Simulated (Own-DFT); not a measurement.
# Computed records: SiC (4H silicon carbide, atoms displaced), Si3N4 (beta silicon nitride, strained, atoms displaced), SiC (2H silicon carbide, atoms displaced)

All values are calculated (Own-DFT development build). A calculation, not a measurement: plane-wave PBE density functional theory by an unreviewed code, no spin, of a simulated periodic cell, stress positive in tension, free energy of the whole cell less one offset for each atom, forces on such cells passed a denser k mesh, this cell's mesh not checked; offsets are fitted by least squares, one for each functional and potential file, so energies compare only between cells with the same atoms and settings and are not formation energies; the far tail of each file's local potential was reset to the Coulomb form; each entry is a single point on an unrelaxed cell, so the pressure reflects the starting lattice, mostly measured values (interpolated for alloys), from which strain is counted, and rises with the displacements; printed positions are rounded, which can move forces by about a meV/angstrom; the program, named Own-DFT, is a retired in-house code; no spin-orbit coupling.

Settings shared by all entries: functional PBE; potential files PseudoDojo norm-conserving, scalar-relativistic, standard set; wave cutoff 42 hartree; occupations Fermi-Dirac; smearing width 0.1 eV.

(1) SiC (4H silicon carbide, atoms displaced)

```xyz
128
Lattice="12.3308 0.0000 0.0000 -6.1654 10.6788 0.0000 0.0000 0.0000 10.0681" Properties=species:S:1:pos:R:3 SiC
Si    12.2697     0.0262     4.1389
Si     0.0308     1.8195     1.5496
C      0.0114     0.0101     0.9537
C     -0.0382     1.8007     3.5277
Si    -1.5506     2.6893     4.0488
Si    -1.5612     4.4743     1.5802
C     10.7375     2.6487     0.9812
C     -1.4959     4.4374     3.4555
Si    -3.0877     5.3503     4.0874
Si    -3.0919     7.1589     1.6315
C      9.2611     5.3082     0.9687
C     -3.1274     7.1285     3.4633
Si    -4.5975     8.0021     4.0825
Si    -4.6433     9.8265     1.5945
C      7.6869     8.0242     0.9248
C     -4.5726     9.7857     3.5067
Si    -3.0860    10.6571     4.1308
Si     3.0754     1.7652     1.5619
C     -3.0476    10.6678     0.9437
C      3.1211     1.7988     3.5077
Si     1.5383     2.6871     4.0971
Si     1.5683     4.4134     1.5657
C      1.5480     2.6327     0.9510
C      1.5776     4.4800     3.4967
Si     0.0364     5.3091     4.0781
Si    -0.0356     7.0929     1.5879
C     -0.0357     5.2789     0.9554
C      0.0118     7.1619     3.4058
Si    -1.5466     7.9824     4.0536
Si    -1.5296     9.8057     1.5701
C     -1.5524     8.0018     0.9223
C     -1.5986     9.8148     3.4458
Si    -0.0212    10.6169     4.1152
Si     6.1684     1.7731     1.5788
C      0.0015    10.6332     0.9231
C      6.1503     1.8035     3.4810
Si     4.6138     2.7477     4.1443
Si     4.6158     4.4993     1.6026
C      4.6216     2.6357     0.9600
C      4.5796     4.4674     3.4928
Si     3.1038     5.3183     4.0304
Si     3.0366     7.0748     1.6024
C      3.0412     5.3503     0.9163
C      3.0836     7.1233     3.4716
Si     1.5256     7.9383     4.0301
Si     1.5231     9.8052     1.5383
C      1.5541     8.0467     0.8650
C      1.5105     9.8097     3.4700
Si     9.2188     0.0099     4.0920
Si     9.2619     1.7698     1.6011
C      3.0774    10.6599     0.9625
C      9.2220     1.7703     3.4557
Si     7.6456     2.6753     4.0988
Si     7.7655     4.4761     1.5839
C      7.6675     2.6570     0.9423
C      7.7010     4.4498     3.4845
Si     6.1440     5.3516     4.1243
Si     6.1980     7.1595     1.5350
C      6.2307     5.3194     0.9336
C      6.1504     7.1073     3.4582
Si     4.6149     7.9733     4.0666
Si     4.6308     9.7645     1.6065
C      4.5998     8.0122     0.9611
C      4.5946     9.8020     3.5295
Si    12.3278     0.0021     9.1254
Si     6.1260     8.9135     6.5930
C     12.2820     0.0316     5.9752
C      6.1160     8.9154     8.5307
Si    -4.6021     8.0092     9.1178
Si     7.7252     6.2427     6.6132
C      7.6521     8.0201     5.9648
C      7.6753     6.2141     8.4917
Si    -3.0917     5.3647     9.0929
Si     9.1970     3.5110     6.6120
C     -3.0777     5.3392     5.9810
C      9.2637     3.5611     8.5196
Si    -1.5119     2.6898     9.0993
Si    10.7717     0.9225     6.6305
C     10.7610     2.6704     5.9481
C     10.8040     0.8553     8.4991
Si     9.2930     0.0038     9.1510
Si     3.0704     8.8622     6.6063
C      9.2947     0.0224     5.9937
C      3.0711     8.9155     8.4792
Si     4.5896     8.0786     9.1478
Si     4.6660     6.2806     6.5805
C      4.6222     7.9852     5.9646
C      4.6750     6.2797     8.4868
Si     6.1719     5.3747     9.1226
Si     6.1392     3.5787     6.6427
C      6.1435     5.3329     6.0224
C      6.1937     3.5381     8.4782
Si     7.6943     2.7324     9.1147
Si     7.6755     0.8597     6.6257
C      7.7278     2.6896     6.0300
C      7.7210     0.8843     8.5408
Si    -0.0093    10.6502     9.1245
Si    -0.0187     8.8650     6.6101
C      0.0023    10.6174     5.9831
C      0.0085     8.9531     8.5289
Si     1.5391     8.0411     9.1627
Si     1.5249     6.2563     6.6031
C      1.5665     8.0042     6.0096
C      1.5393     6.1747     8.4847
Si     3.0708     5.3289     9.1637
Si     3.1029     3.5723     6.5969
C      3.0530     5.3409     5.9257
C      3.0331     3.5577     8.4737
Si     4.6215     2.6732     9.0426
Si     4.6280     0.9608     6.6169
C      4.6844     2.6134     5.9849
C      4.6266     0.8881     8.4614
Si     3.1018     0.0598     9.1413
Si    -3.1048     8.8790     6.6037
C      3.1072     0.0136     5.9455
C     -3.0513     8.9067     8.5255
Si    -1.5773     8.0335     9.1535
Si    -1.5812     6.2179     6.6355
C     -1.5031     8.0094     5.9629
C     -1.5525     6.2084     8.4727
Si     0.0142     5.3310     9.0900
Si    -0.0067     3.5783     6.6134
C     -0.0224     5.3566     5.9479
C     -0.0273     3.5464     8.5148
Si     1.5671     2.6617     9.1318
Si     1.5091     0.8785     6.5685
C      1.5259     2.6978     5.9803
C      1.5657     0.8988     8.5102
```

| Property | Result |
| --- | --- |
| hardware | one NVIDIA H200 |
| k mesh | 3 x 3 x 3 centred on Gamma |
| free energy of cell above offsets | -19.073 eV |
| pressure | 3.73 GPa |
| stress xx | -4.15 GPa |
| stress yy | -2.48 GPa |
| stress zz | -4.55 GPa |
| stress yz | 0.27 GPa |
| stress xz | -0.03 GPa |
| stress xy | -0.41 GPa |
| wall time | 500.5 s |

Force:
```csv
element,x (eV/Å),y (eV/Å),z (eV/Å)
Si,1.082,-0.375,-0.888
Si,-1.685,-0.936,1.202
C,-0.42,0.198,0.11
C,1.161,-0.18,-1.519
Si,-0.779,-0.497,0.878
Si,0.238,-1.413,-0.037
C,1.547,0.798,-0.992
C,-0.923,0.948,0.122
Si,0.298,-0.655,0.265
Si,-0.225,-0.756,-1.834
C,-0.003,1.804,-0.721
C,1.27,-0.532,0.517
Si,-1.546,0.552,0.303
Si,0.825,-0.527,-0.041
C,0.935,0.47,0.456
C,-1.841,0.218,-0.546
Si,0.236,1.273,-0.919
Si,0.945,-0.057,1.062
C,-0.837,0.313,0.015
C,-1.017,-0.147,-0.465
Si,0.219,-0.464,0.193
Si,-1.119,0.281,0.429
C,0.443,0.868,-0.365
C,-0.486,-0.875,-1.407
Si,-0.655,0.918,0.089
Si,0.761,0.26,-1.908
C,1.162,0.953,-0.545
C,-0.79,-1.569,1.015
Si,-0.039,1.059,0.545
Si,-0.099,-0.501,0.073
C,-0.173,0.064,1.214
C,1.105,-1.154,0.29
Si,-0.307,1.384,-0.4
Si,-0.288,-0.142,0.07
C,-0.395,1.107,0.355
C,-0.583,-0.654,0.223
Si,0.358,-1.98,-1.23
Si,0.766,-1.349,-0.965
C,-0.295,1.169,-0.902
C,1.557,0.171,-0.608
Si,-0.857,1.2,1.88
Si,0.47,1.609,-1.019
C,0.749,-0.498,1.179
C,-0.265,-0.799,-0.57
Si,0.537,2.206,1.519
Si,0.461,-0.354,0.771
C,-0.542,-1.206,2.948
C,0.415,-1.21,-0.463
Si,-0.008,0.08,0.536
Si,-1.283,-0.242,-0.642
C,0.585,0.197,-0.008
C,-0.027,0.581,0.571
Si,1.295,-0.23,0.323
Si,-1.272,-1.41,0.172
C,1.099,0.585,0.131
C,-0.146,0.362,0.019
Si,0.463,-0.138,-0.314
Si,-1.004,-1.164,0.508
C,-1.152,0.917,0.34
C,0.541,0.309,-0.191
Si,0.309,1.115,0.512
Si,-0.34,0.722,0.208
C,0.09,-0.487,0.161
C,0.278,-0.7,-1.02
Si,0.559,0.095,0.16
Si,-0.066,0.232,0.543
C,0.52,-0.556,0.705
C,1.309,-0.088,-0.757
Si,-0.793,0.34,-0.124
Si,-0.6,-0.359,-0.302
C,0.877,-0.178,0.355
C,1.135,0.777,0.049
Si,0.121,-0.753,0.817
Si,1.743,1.264,0.327
C,-0.582,-0.168,-0.096
C,-0.263,0.336,-0.471
Si,-1.277,-1.04,1.209
Si,0.069,-0.131,-0.402
C,0.291,0.449,0.573
C,0.126,1.241,0.283
Si,-1.156,0.065,-0.3
Si,0.672,1.259,-0.146
C,-1.435,-0.791,-0.194
C,-0.087,-0.149,0.479
Si,0.137,-1.268,-0.185
Si,-1.481,-1.316,0.812
C,-0.123,0.863,-0.421
C,-1.357,-0.419,0.561
Si,-0.478,-0.933,0.086
Si,1.17,-0.411,-0.601
C,0.691,0.231,-0.859
C,-1.247,1.307,0.474
Si,0.765,-1.883,0.729
Si,0.962,0.184,0.22
C,-2.036,-0.975,-1.133
C,-0.238,0.345,-0.325
Si,0.561,1.598,-0.042
Si,0.835,0.52,0.586
C,-0.494,1.016,0.185
C,-0.624,-2.063,-0.67
Si,-0.026,-0.692,-2.286
Si,0.309,-1.049,-0.181
C,-1.04,-0.127,-1.278
C,0.121,1.384,0.452
Si,0.761,0.544,-2.022
Si,-0.63,0.049,-0.386
C,1.018,0.269,0.604
C,1.352,0.353,0.443
Si,0.071,0.004,1.8
Si,0.177,-3.187,-0.441
C,-1.007,2.647,0.137
C,0.178,0.308,0.697
Si,-0.174,-1.077,-0.416
Si,0.682,0.704,-0.036
C,-0.568,-0.201,1.55
C,-1.082,0.466,-0.674
Si,1.329,-0.697,-0.874
Si,0.885,0.254,-1.206
C,-1.456,-0.709,-0.151
C,0.273,0.886,0.989
Si,-0.698,-0.141,0.819
Si,-0.419,-0.188,-0.419
C,0.123,0.056,0.636
C,1.278,0.275,-0.373
Si,-1.027,-0.092,-0.404
Si,0.745,0.505,0.545
C,0.393,-0.446,0.126
C,-0.575,-0.223,-0.463
```

(2) Si3N4 (beta silicon nitride, strained, atoms displaced)

```xyz
42
Lattice="7.4915 0.0389 -0.0830 -3.7120 6.6219 0.1205 -0.0952 0.1047 8.6072" Properties=species:S:1:pos:R:3 Si3N4
Si    -1.5712     5.0176     0.8418
Si     0.2259     2.6814     0.8243
Si     1.3248     5.5321     0.8268
Si     5.3596     1.4951     2.1831
Si     3.4766     3.9544     2.1620
Si     2.4364     1.1927     2.1270
N      2.4027     0.2069     0.6104
N      6.1740     1.9540     0.7000
N      2.7942     4.3932     0.7754
N      1.3576     6.5587     2.1549
N     -2.3583     4.6765     2.3056
N      1.0030     2.2054     2.2294
N     -0.0601     4.3828     0.8088
N      3.7229     2.2506     2.1255
Si    -1.6615     5.0588     3.7246
Si     0.1723     2.7404     3.5577
Si     1.3580     5.5759     3.6516
Si     5.3329     1.6253     4.9652
Si     3.4879     4.0134     4.9630
Si     2.3530     1.2513     4.9388
N      2.2958     0.2261     3.5485
N      6.0869     2.1116     3.4831
N      2.6421     4.5309     3.5891
N      1.4023     6.4366     5.0690
N     -2.4019     4.7267     5.0723
N      0.9306     2.2739     5.0707
N      0.0430     4.4415     3.6851
N      3.7428     2.2978     4.9552
Si    -1.5668     5.1842     6.5886
Si     0.1541     2.7945     6.4820
Si     1.2325     5.6038     6.4882
Si     5.2802     1.5622     7.8861
Si     3.3859     4.1517     7.8571
Si     2.4275     1.2478     7.8347
N      2.2878     0.2846     6.4099
N      6.0451     2.1373     6.4138
N      2.6703     4.4691     6.4572
N      1.3389     6.6187     7.9327
N     -2.4389     4.7282     7.8726
N      0.9408     2.3614     7.9324
N      0.0085     4.5092     6.5307
N      3.6304     2.2981     7.9033
```

| Quantity | Value |
| --- | --- |
| k mesh | 3 x 3 x 3 centred on Gamma |
| free energy of cell above offsets | -2.474 eV |
| pressure | 13.89 GPa |
| stress xx | -12.37 GPa |
| stress yy | -8.99 GPa |
| stress zz | -20.32 GPa |
| stress yz | 3.06 GPa |
| stress xz | -3.09 GPa |
| stress xy | -1.95 GPa |

Force:
```csv
element,x (eV/Å),y (eV/Å),z (eV/Å)
Si,-1.504,2.892,-1.639
Si,0.144,-0.302,-3.03
Si,-0.024,-1.913,-2.279
Si,-2.03,4.55,-4.081
Si,2.602,-0.831,2.464
Si,-1.385,-1.62,-1.104
N,-0.409,-1.835,2.932
N,0.104,0.174,0.789
N,-3.627,3.311,-2.609
N,-0.241,-4.728,2.103
N,-3.352,-1.703,-2.273
N,1.34,-0.685,-0.867
N,3.595,0.632,0.171
N,1.816,0.356,0.512
Si,5.256,3.048,-2.02
Si,0.889,0.943,2.708
Si,-2.382,-1.087,-1.278
Si,-1.104,-0.618,0.325
Si,0.601,-0.131,2.225
Si,-0.599,-0.441,1.144
N,0.379,-0.333,0.205
N,1.277,0.026,2.906
N,2.311,-1.126,-1.144
N,0.34,4.235,-0.449
N,-2.805,-1.52,4.264
N,0.783,-0.743,-1.542
N,-1.777,1.205,-0.457
N,-0.634,-0.121,-0.199
Si,0.099,0.797,-3.038
Si,0.266,-0.331,1.151
Si,2.633,-1.009,1.414
Si,-1.003,6.108,-0.649
Si,3.271,-3.841,1.88
Si,-4.191,0.045,-0.245
N,0.591,0.124,-0.563
N,0.859,-0.182,0.236
N,-2.157,2.066,-2.787
N,-0.457,-6.346,0.154
N,-2.232,-0.896,4.304
N,0.833,-1.073,0.536
N,-2.087,-0.218,0.093
N,4.011,3.119,-0.264
```

(3) SiC (2H silicon carbide, atoms displaced)

```xyz
32
Lattice="6.1654 0.0000 0.0000 -3.0827 5.3394 0.0000 0.0000 0.0000 10.0681" Properties=species:S:1:pos:R:3 SiC
Si     0.0115     0.0655     0.0176
Si     0.0263     1.7995     2.5188
C      3.0672     5.3218     1.8746
C     -0.0080     1.7838     4.3821
Si     3.0755     5.3323     5.0401
Si     0.0346     1.7681     7.5514
C      6.1552     0.0029     6.9355
C     -0.0079     1.8152     9.4605
Si    -1.5317     2.7140     0.0230
Si    -1.5286     4.4624     2.5314
C      4.6061     2.6882     1.8590
C     -1.5592     4.4873     4.4390
Si     4.6062     2.6695     5.0616
Si    -1.5659     4.3960     7.5576
C     -1.5413     2.6800     6.9180
C     -1.5777     4.4969     9.4446
Si     0.0179     5.2879    10.0639
Si     2.9796     1.7963     2.5009
C      3.0745     0.0188     1.8605
C      3.0770     1.7405     4.3656
Si     3.1093     0.0644     5.0739
Si     3.0807     1.8066     7.5396
C     -0.0037     5.2994     6.8936
C      3.1197     1.7459     9.4059
Si     1.5680     2.6499     0.0214
Si     1.5487     4.5431     2.5439
C      1.5883     2.6557     1.8978
C      1.5392     4.4471     4.3933
Si     1.5954     2.7336     5.0638
Si     1.5179     4.4811     7.4847
C      1.5145     2.7117     6.8887
C      1.4741     4.4555     9.4481
```

| Item | Value |
| --- | --- |
| hardware | one NVIDIA H100 |
| k mesh | 5 x 5 x 3 centred on Gamma |
| free energy of cell above offsets | -4.415 eV |
| pressure | 4.02 GPa |
| stress xx | -2.61 GPa |
| stress yy | -2.19 GPa |
| stress zz | -7.26 GPa |
| stress yz | 0.74 GPa |
| stress xz | 0.34 GPa |
| stress xy | 1.27 GPa |
| wall time | 124.1 s |

Force:
```csv
element,x (eV/Å),y (eV/Å),z (eV/Å)
Si,-1.243,-1.065,-0.571
Si,-0.9,-0.147,-0.406
C,0.834,1.088,0.59
C,0.359,0.406,1.126
Si,0.172,0.915,-0.348
Si,-0.758,0.453,0.173
C,0.302,-0.102,-0.237
C,0.464,0.083,-0.402
Si,-0.648,-0.364,-0.818
Si,-0.403,-0.331,-0.115
C,0.142,-0.265,1.342
C,0.711,-0.638,-0.259
Si,0.601,0.274,-1.51
Si,0.309,1.415,0.032
C,0.069,-0.982,0.333
C,0.403,-0.65,-0.199
Si,-1.022,1.422,-0.22
Si,3.389,-0.834,0.141
C,-0.085,-0.107,0.805
C,0.078,1.66,0.999
Si,-0.9,-1.754,-1.231
Si,-0.162,-0.77,0.051
C,-0.755,1.37,0.889
C,-0.429,0.595,0.741
Si,0.181,0.526,-0.821
Si,-0.422,-1.536,-0.888
C,-2.343,1.846,-0.334
C,0.04,0.886,0.626
Si,-1.331,-1.713,-1.62
Si,0.236,-0.353,1.912
C,0.842,-0.587,0.957
C,2.27,-0.739,-0.735
```

(4) SiC (2H silicon carbide, atoms displaced)

```xyz
32
Lattice="6.1654 0.0000 0.0000 -3.0827 5.3394 0.0000 0.0000 0.0000 10.0681" Properties=species:S:1:pos:R:3 SiC
Si    -2.9813     5.2500     0.0915
Si     0.0057     1.7758     2.6324
C      0.0066     0.0499     1.9182
C      0.1846     1.9035     4.4190
Si     0.2694     0.1736     5.1472
Si    -0.0258     1.7037     7.6221
C      6.0674     0.0955     7.1406
C     -0.0638     1.9305     9.5798
Si     4.6085     2.6030    10.0631
Si    -1.5601     4.4328     2.3582
C      4.5779     2.7192     1.5872
C     -1.5347     4.4888     4.3044
Si    -1.3759     2.6848     5.1330
Si    -1.4952     4.4207     7.4839
C      4.5602     2.7611     6.9478
C     -1.5803     4.3775     9.3147
Si     0.0184     5.3084     0.1175
Si     3.0202     1.7237     2.5072
C      0.0501     5.2847     1.9962
C      3.1891     1.7849     4.5370
Si     3.2158     0.2318     5.0951
Si     3.1341     1.8825     7.4600
C      3.1968     0.2206     6.9937
C      3.1962     1.8265     9.3875
Si     1.4802     2.4870     0.0225
Si     1.4358     4.5067     2.5914
C      1.6533     2.9060     1.7776
C      1.6174     4.2891     4.5157
Si     1.4760     2.8444     5.1788
Si     1.7958     4.5535     7.5692
C      1.3460     2.4133     6.9387
C      1.5710     4.4595     9.2987
```

| Quantity | Value |
| --- | --- |
| hardware | one NVIDIA H100 |
| k mesh | 5 x 5 x 3 centred on Gamma |
| free energy of cell above offsets | 9.582 eV |
| pressure | 14.22 GPa |
| stress xx | -11.25 GPa |
| stress yy | -16.89 GPa |
| stress zz | -14.54 GPa |
| stress yz | 0.95 GPa |
| stress xz | 1.54 GPa |
| stress xy | -4.99 GPa |
| wall time | 122.3 s |

Force:
```csv
element,x (eV/Å),y (eV/Å),z (eV/Å)
Si,-2.884,1.065,-2.67
Si,0.298,1.864,-4.013
C,-0.421,0.11,0.919
C,-2.657,-1.709,0.691
Si,-2.541,-2.307,-0.868
Si,-2.511,3.899,4.063
C,10.01,0.96,-7.044
C,1.728,-5.05,-3.476
Si,-0.796,2.193,-6.018
Si,-0.554,-0.929,2.556
C,0.137,-0.63,12.15
C,1.906,-0.292,1.946
Si,-2.219,1.537,-2.575
Si,1.439,4.134,1.673
C,2.721,-1.056,-1.151
C,1.507,1.104,3.008
Si,1.152,-0.183,-4.465
Si,1.181,3.272,0.633
C,-3.347,2.248,-2.267
C,0.056,5.177,-3.509
Si,-0.46,-7.181,1.202
Si,-3.343,-0.314,3.06
C,-0.341,-5.235,-1.88
C,-3.879,-2.315,0.275
Si,3.659,4.334,-1.517
Si,5.174,-2.011,1.783
C,-1.363,-4.204,2.625
C,0.367,10.26,-3.039
Si,2.586,-6.689,1.928
Si,-12.09,-6.128,1.851
C,5.324,4.72,-0.941
C,0.159,-0.64,5.067
```
